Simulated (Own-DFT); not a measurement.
Simulation results for SiC (4H silicon carbide, atoms displaced), GaP (zincblende, atoms displaced), GaP (zincblende, strained, atoms displaced)

All values are calculated (Own-DFT development build). A calculation, not a measurement: plane-wave PBE density functional theory by an unreviewed code, no spin, of a simulated periodic cell, stress positive in tension, free energy of the whole cell less one offset for each atom, forces on such cells passed a denser k mesh, this cell's mesh not checked; offsets are fitted by least squares, one for each functional and potential file, so energies compare only between cells with the same atoms and settings and are not formation energies; the far tail of each file's local potential was reset to the Coulomb form; each entry is a single point on an unrelaxed cell, so the pressure reflects the starting lattice, mostly measured values (interpolated for alloys), from which strain is counted, and rises with the displacements; printed positions are rounded, which can move forces by about a meV/angstrom; the program, named Own-DFT, is a retired in-house code; no spin-orbit coupling.

Settings shared by all entries: functional PBE; potential files PseudoDojo norm-conserving, scalar-relativistic, standard set; wave cutoff 42 hartree; occupations Fermi-Dirac; smearing width 0.1 eV.

(1) 
```cif
# cell vector a (Å): 6.1654 0.0000 0.0000
# cell vector b (Å): -3.0827 5.3394 0.0000
# cell vector c (Å): 0.0000 0.0000 10.0681
data_SiC
_symmetry_space_group_name_H-M 'P 1'
_symmetry_Int_Tables_number 1
_cell_length_a 6.1654
_cell_length_b 6.1654
_cell_length_c 10.0681
_cell_angle_alpha 90.000
_cell_angle_beta 90.000
_cell_angle_gamma 120.000
_cell_volume 331.44
loop_
_atom_site_label
_atom_site_type_symbol
_atom_site_fract_x
_atom_site_fract_y
_atom_site_fract_z
_atom_site_occupancy
Si1 Si 0.99727 0.00895 0.41740 1
Si2 Si 0.15214 0.30927 0.17832 1
C1 C 0.00175 0.00581 0.09267 1
C2 C 0.18615 0.33846 0.34188 1
Si3 Si 0.03107 0.51569 0.42284 1
Si4 Si 0.14868 0.83243 0.15623 1
C3 C 0.00417 0.49227 0.09585 1
C4 C 0.14245 0.79355 0.32776 1
Si5 Si 0.48823 0.99303 0.40776 1
Si6 Si 0.69345 0.34869 0.15487 1
C5 C 0.49494 0.99082 0.09338 1
C6 C 0.67277 0.32884 0.34446 1
Si7 Si 0.49560 0.51244 0.39676 1
Si8 Si 0.67727 0.83451 0.15878 1
C7 C 0.48260 0.50307 0.10982 1
C8 C 0.65531 0.84639 0.35758 1
Si9 Si 0.01099 0.02901 0.90445 1
Si10 Si 0.82062 0.66543 0.65912 1
C9 C 0.00075 0.00523 0.57867 1
C10 C 0.81704 0.66603 0.83568 1
Si11 Si 0.96091 0.49183 0.90069 1
Si12 Si 0.82924 0.17511 0.65294 1
C11 C 0.99360 0.52219 0.59126 1
C12 C 0.82931 0.17343 0.83142 1
Si13 Si 0.49110 0.98328 0.89806 1
Si14 Si 0.31829 0.65906 0.67446 1
C13 C 0.51432 0.00051 0.58906 1
C14 C 0.31984 0.66002 0.84721 1
Si15 Si 0.50159 0.50264 0.90254 1
Si16 Si 0.33152 0.15384 0.68197 1
C15 C 0.53393 0.50232 0.60064 1
C16 C 0.34080 0.20371 0.84892 1
_calc_hardware 'one NVIDIA H100'
_calc_k_mesh '5 x 5 x 3 centred on Gamma'
_calc_free_energy_of_cell_above_offsets '4.216'  # eV
_calc_pressure 9.94  # GPa
_calc_stress_xx -4.89  # GPa
_calc_stress_yy -6.73  # GPa
_calc_stress_zz -18.19  # GPa
_calc_stress_yz -2.13  # GPa
_calc_stress_xz -0.41  # GPa
_calc_stress_xy -2.49  # GPa
_calc_wall_time 119.9  # s
```

Force:
```tsv
element	x (eV/Å)	y (eV/Å)	z (eV/Å)
Si	0.688	-1.305	-6.861
Si	-0.081	2.753	-6.697
C	-0.462	-0.591	-0.251
C	-2.583	-1.456	5.576
Si	-2.537	-2.708	-4.822
Si	3.276	-0.842	-2.291
C	-0.075	0.895	-1.856
C	-0.317	4.103	4.333
Si	-2.035	2.018	-1.217
Si	-3.4	-2.613	1.337
C	0.054	1.249	-0.881
C	-0.221	0.747	0.635
Si	4.814	-0.685	2.851
Si	-2.949	-0.062	0.618
C	2.64	-0.742	-2.378
C	3.163	-0.456	-2.495
Si	-0.841	-1.598	0.605
Si	2.692	3.515	-1.473
C	0.681	0.433	9.447
C	1.03	2.458	2.488
Si	3.192	0.676	2.18
Si	1.231	0.063	-2.287
C	2.615	-1.192	3.818
C	-0.251	-0.95	1.855
Si	-0.214	1.933	3.018
Si	2.149	0.679	-5.153
C	-2.811	-1.449	2.954
C	-1.121	-0.563	1.382
Si	-1.768	3.578	4.063
Si	0.366	1.535	-8.185
C	-7.587	-3.632	-1.989
C	0.66	-5.79	1.675
```

(2) 
```cif
# cell vector a (Å): 10.9010 0.0000 0.0000
# cell vector b (Å): 0.0000 10.9010 0.0000
# cell vector c (Å): 0.0000 0.0000 10.9010
data_GaP
_symmetry_space_group_name_H-M 'P 1'
_symmetry_Int_Tables_number 1
_cell_length_a 10.9010
_cell_length_b 10.9010
_cell_length_c 10.9010
_cell_angle_alpha 90.000
_cell_angle_beta 90.000
_cell_angle_gamma 90.000
_cell_volume 1295.39
loop_
_atom_site_label
_atom_site_type_symbol
_atom_site_fract_x
_atom_site_fract_y
_atom_site_fract_z
_atom_site_occupancy
Ga1 Ga 0.00753 0.00526 0.01297 1
Ga2 Ga 0.98746 0.24187 0.24434 1
Ga3 Ga 0.24135 0.99457 0.23402 1
Ga4 Ga 0.25218 0.24586 0.01984 1
P1 P 0.11379 0.12430 0.12969 1
P2 P 0.13053 0.38562 0.37933 1
P3 P 0.38008 0.12777 0.37186 1
P4 P 0.37646 0.37669 0.11615 1
Ga5 Ga 0.00845 0.00656 0.50558 1
Ga6 Ga 0.99444 0.23456 0.74848 1
Ga7 Ga 0.24923 0.97799 0.74926 1
Ga8 Ga 0.24140 0.25022 0.48585 1
P5 P 0.14277 0.11622 0.62645 1
P6 P 0.11055 0.37453 0.88556 1
P7 P 0.36492 0.12285 0.87987 1
P8 P 0.37687 0.37980 0.60780 1
Ga9 Ga 0.99294 0.49640 0.00048 1
Ga10 Ga 0.01529 0.76095 0.24543 1
Ga11 Ga 0.23840 0.50530 0.24997 1
Ga12 Ga 0.24901 0.75121 0.00896 1
P9 P 0.11767 0.62968 0.11734 1
P10 P 0.12688 0.87971 0.37699 1
P11 P 0.38588 0.64033 0.36809 1
P12 P 0.38151 0.87510 0.13386 1
Ga13 Ga 0.02363 0.50184 0.48903 1
Ga14 Ga 0.00624 0.73670 0.74455 1
Ga15 Ga 0.23660 0.50373 0.73725 1
Ga16 Ga 0.26481 0.75350 0.50837 1
P13 P 0.13890 0.62706 0.62563 1
P14 P 0.11507 0.87287 0.86590 1
P15 P 0.36837 0.61186 0.87419 1
P16 P 0.38647 0.87135 0.61614 1
Ga17 Ga 0.50685 0.00332 0.00456 1
Ga18 Ga 0.49001 0.23911 0.24681 1
Ga19 Ga 0.75503 0.99706 0.25975 1
Ga20 Ga 0.74124 0.24543 0.99747 1
P17 P 0.62613 0.12842 0.11003 1
P18 P 0.62274 0.37334 0.36502 1
P19 P 0.88283 0.12534 0.37860 1
P20 P 0.89028 0.36718 0.14773 1
Ga21 Ga 0.49742 0.00131 0.51132 1
Ga22 Ga 0.50032 0.25752 0.75904 1
Ga23 Ga 0.74581 0.00957 0.75085 1
Ga24 Ga 0.75416 0.24158 0.50072 1
P21 P 0.63036 0.12215 0.61526 1
P22 P 0.59957 0.37034 0.85315 1
P23 P 0.87333 0.13520 0.88481 1
P24 P 0.86549 0.37203 0.62054 1
Ga25 Ga 0.51259 0.48046 0.01066 1
Ga26 Ga 0.48807 0.75985 0.26782 1
Ga27 Ga 0.75116 0.49859 0.24730 1
Ga28 Ga 0.74923 0.74292 0.01118 1
P25 P 0.60668 0.62730 0.12019 1
P26 P 0.62791 0.86147 0.37974 1
P27 P 0.86821 0.62733 0.37348 1
P28 P 0.87433 0.89085 0.13356 1
Ga29 Ga 0.47295 0.50648 0.50366 1
Ga30 Ga 0.50605 0.75230 0.74889 1
Ga31 Ga 0.74978 0.49843 0.74543 1
Ga32 Ga 0.74996 0.73638 0.49306 1
P29 P 0.62112 0.63141 0.62203 1
P30 P 0.62123 0.87749 0.87020 1
P31 P 0.88724 0.62969 0.86665 1
P32 P 0.87010 0.86648 0.61922 1
_calc_k_mesh '3 x 3 x 3 centred on Gamma'
_calc_free_energy_of_cell_above_offsets '-24.492'  # eV
_calc_pressure 5.22  # GPa
_calc_stress_xx -4.83  # GPa
_calc_stress_yy -5.85  # GPa
_calc_stress_zz -4.98  # GPa
_calc_stress_yz 0.25  # GPa
_calc_stress_xz 0.81  # GPa
_calc_stress_xy -1.61  # GPa
```

Force:
```tsv
element	x (eV/Å)	y (eV/Å)	z (eV/Å)
Ga	-1.649	-1.065	-2.423
Ga	2.596	-1.484	2.871
Ga	0.74	0.377	1.72
Ga	-1.034	0.142	-1.901
P	1.937	0.988	0.516
P	0.088	-2.523	-2.462
P	-1.617	-1.674	0.497
P	-0.961	-0.297	2.519
Ga	-0.642	-1.027	0.081
Ga	0.642	1.391	-0.349
Ga	1.133	0.946	0.054
Ga	1.483	-0.422	1.034
P	-0.963	1.005	0.076
P	1.581	-1.087	-1.488
P	0.433	-0.334	-0.377
P	-2.49	-2.672	2.792
Ga	-0.367	0.222	0.395
Ga	-1.731	-0.355	0.585
Ga	1.561	0.755	-0.879
Ga	0.757	-0.022	-1.514
P	0.113	-0.586	0.642
P	0.813	-0.281	0.53
P	-3.83	-3.433	1.974
P	-0.538	0.447	-1.446
Ga	-3.435	1.872	2.025
Ga	-0.312	1.642	-1.056
Ga	1.946	-2.617	2.587
Ga	-1.21	-0.29	-1.764
P	-1.689	1.306	-2.146
P	0.253	-0.147	1.774
P	0.653	0.907	0.259
P	-0.571	0.245	2.234
Ga	-1.112	-0.838	-1.225
Ga	1.596	1.625	-0.903
Ga	-1.276	0.783	0.263
Ga	0.697	2.212	-0.56
P	-0.209	-0.731	3.097
P	-0.503	-0.242	0.923
P	-0.534	-0.517	0.417
P	-3.572	3.356	-4.058
Ga	0.845	0.452	-2.014
Ga	-4.498	-5.161	-4.707
Ga	0.805	-0.946	0.259
Ga	-0.635	1.25	-1.247
P	-0.942	0.679	1.453
P	6.08	4.596	4.781
P	0.232	-1.834	-0.544
P	1.975	0.137	0.035
Ga	-0.681	1.241	-1.979
Ga	2.742	1.524	-2.681
Ga	-0.634	0.192	0.168
Ga	0.289	0.967	-1.098
P	1.428	0.023	1.151
P	-0.085	2.103	-0.058
P	2.435	-0.816	-1.102
P	0.605	-2	-1.035
Ga	3.658	1.536	-1.924
Ga	-0.897	-0.851	0.732
Ga	-0.459	0.517	0.051
Ga	-0.144	0.815	1.233
P	-0.015	-1.381	-0.004
P	0.791	0.03	1
P	-2.344	-1.391	1.673
P	0.678	0.737	0.541
```

(3) 
```cif
# cell vector a (Å): 10.8620 0.0000 0.0000
# cell vector b (Å): 0.0000 10.8620 0.0000
# cell vector c (Å): 0.0000 0.0000 10.9439
data_GaP
_symmetry_space_group_name_H-M 'P 1'
_symmetry_Int_Tables_number 1
_cell_length_a 10.8620
_cell_length_b 10.8620
_cell_length_c 10.9439
_cell_angle_alpha 90.000
_cell_angle_beta 90.000
_cell_angle_gamma 90.000
_cell_volume 1291.19
loop_
_atom_site_label
_atom_site_type_symbol
_atom_site_fract_x
_atom_site_fract_y
_atom_site_fract_z
_atom_site_occupancy
Ga1 Ga 0.99861 0.00365 0.00335 1
Ga2 Ga 0.00064 0.24770 0.24642 1
Ga3 Ga 0.24784 0.99995 0.25612 1
Ga4 Ga 0.25480 0.24901 0.99550 1
P1 P 0.12373 0.12422 0.12284 1
P2 P 0.12615 0.37865 0.37670 1
P3 P 0.37098 0.12410 0.37448 1
P4 P 0.37688 0.37288 0.12615 1
Ga5 Ga 0.00101 0.00298 0.50349 1
Ga6 Ga 0.00011 0.25427 0.74979 1
Ga7 Ga 0.25021 0.99789 0.75052 1
Ga8 Ga 0.25328 0.25028 0.50079 1
P5 P 0.12674 0.12719 0.62478 1
P6 P 0.12204 0.38204 0.87536 1
P7 P 0.37500 0.12628 0.87411 1
P8 P 0.37881 0.37458 0.62473 1
Ga9 Ga 0.99580 0.49709 0.00294 1
Ga10 Ga 0.99641 0.74841 0.25251 1
Ga11 Ga 0.24893 0.50320 0.25073 1
Ga12 Ga 0.24859 0.75110 0.99466 1
P9 P 0.12546 0.62364 0.12357 1
P10 P 0.12070 0.87558 0.37758 1
P11 P 0.37790 0.62384 0.37898 1
P12 P 0.37500 0.87736 0.12439 1
Ga13 Ga 0.00222 0.49639 0.50060 1
Ga14 Ga 0.99925 0.75144 0.74815 1
Ga15 Ga 0.25103 0.50292 0.74600 1
Ga16 Ga 0.25114 0.75106 0.50104 1
P13 P 0.12055 0.62464 0.62771 1
P14 P 0.12620 0.87566 0.87154 1
P15 P 0.37907 0.62509 0.87503 1
P16 P 0.37385 0.87420 0.62464 1
Ga17 Ga 0.50280 0.99397 0.99771 1
Ga18 Ga 0.50403 0.25238 0.24577 1
Ga19 Ga 0.74632 0.00291 0.24841 1
Ga20 Ga 0.74712 0.24886 0.00190 1
P17 P 0.62833 0.12454 0.12609 1
P18 P 0.62712 0.36982 0.37480 1
P19 P 0.87611 0.12552 0.36874 1
P20 P 0.87879 0.37842 0.12472 1
Ga21 Ga 0.50389 0.99872 0.49347 1
Ga22 Ga 0.49781 0.24600 0.75076 1
Ga23 Ga 0.75036 0.99972 0.74619 1
Ga24 Ga 0.74864 0.24498 0.50327 1
P21 P 0.62458 0.11901 0.62453 1
P22 P 0.62423 0.37614 0.87778 1
P23 P 0.87950 0.12840 0.87380 1
P24 P 0.87713 0.37474 0.62030 1
Ga25 Ga 0.50014 0.49809 0.99786 1
Ga26 Ga 0.50146 0.74556 0.24807 1
Ga27 Ga 0.75131 0.49641 0.25064 1
Ga28 Ga 0.75316 0.74992 0.00124 1
P25 P 0.62455 0.62646 0.12661 1
P26 P 0.62594 0.87388 0.37972 1
P27 P 0.87608 0.62651 0.36647 1
P28 P 0.87402 0.87570 0.12643 1
Ga29 Ga 0.50490 0.49937 0.49523 1
Ga30 Ga 0.50125 0.74776 0.75098 1
Ga31 Ga 0.75078 0.49786 0.74949 1
Ga32 Ga 0.75274 0.75023 0.49576 1
P29 P 0.62351 0.62472 0.62554 1
P30 P 0.62755 0.87280 0.87721 1
P31 P 0.87709 0.62765 0.87070 1
P32 P 0.87930 0.87237 0.62231 1
_calc_hardware 'one NVIDIA H100'
_calc_k_mesh '3 x 3 x 3 centred on Gamma'
_calc_free_energy_of_cell_above_offsets '-35.142'  # eV
_calc_pressure 3.12  # GPa
_calc_stress_xx -3.32  # GPa
_calc_stress_yy -3.31  # GPa
_calc_stress_zz -2.73  # GPa
_calc_stress_yz 0.1  # GPa
_calc_stress_xz 0.33  # GPa
_calc_stress_xy 0.08  # GPa
_calc_wall_time 490.1  # s
```

Force:
```tsv
element	x (eV/Å)	y (eV/Å)	z (eV/Å)
Ga	0.026	-0.552	-0.488
Ga	0.3	0.558	0.256
Ga	-0.204	-0.22	-0.689
Ga	-0.772	0.445	0.369
P	0.764	0.206	0.201
P	0.114	-0.755	-0.407
P	0.924	0.369	-0.111
P	-0.345	0.422	-0.213
Ga	-0.143	0.15	-0.395
Ga	0.339	-0.026	-0.075
Ga	0.089	0.347	-0.291
Ga	-0.223	0.232	-0.015
P	-0.018	0.052	0.302
P	0.661	-0.57	-0.101
P	0.241	-0.824	0.058
P	-0.045	0.154	-0.105
Ga	0.442	0.922	-0.569
Ga	0.822	0.52	-0.772
Ga	0.337	-0.179	-0.001
Ga	0.241	-0.12	0.443
P	-0.172	0.448	-0.023
P	0.286	-0.277	-0.059
P	-0.337	0.201	-0.497
P	-0.221	-0.362	0.276
Ga	-0.278	0.763	-0.348
Ga	0.257	0.063	0.228
Ga	0.086	-0.153	0.358
Ga	-0.418	-0.236	0.009
P	0.499	0.13	-0.593
P	-0.579	0.143	0.445
P	-0.51	-0.118	-0.077
P	0.567	0.212	0.061
Ga	-0.202	0.688	0.238
Ga	-0.436	-0.546	0.411
Ga	0.39	-0.638	0.461
Ga	0.661	0.289	-0.226
P	-0.749	-0.1	-0.487
P	0.143	0.246	0.09
P	-0.156	-0.136	0.79
P	-0.837	-0.874	0.221
Ga	-0.888	0.096	0.58
Ga	0.487	0.393	-0.145
Ga	0.483	-0.298	0.537
Ga	0.377	0.021	-0.367
P	-0.268	0.482	0.054
P	0.201	-0.5	-0.532
P	-0.722	-0.246	-0.018
P	-0.565	-0.167	0.407
Ga	-0.077	0.302	0.562
Ga	-0.355	0.664	0.383
Ga	-0.232	0.222	-0.197
Ga	-0.027	-0.202	-0.034
P	0.39	-0.67	-0.428
P	0.082	-0.117	-1.169
P	-0.339	-0.818	1.335
P	0.076	0.098	-0.025
Ga	-0.092	-0.212	0.475
Ga	-0.062	0.399	-0.139
Ga	0.014	0.147	-0.097
Ga	0.068	-0.428	0.445
P	0.579	-0.044	-0.336
P	0.167	0.032	-0.582
P	-0.276	-0.401	0.566
P	-0.565	0.376	0.048
```
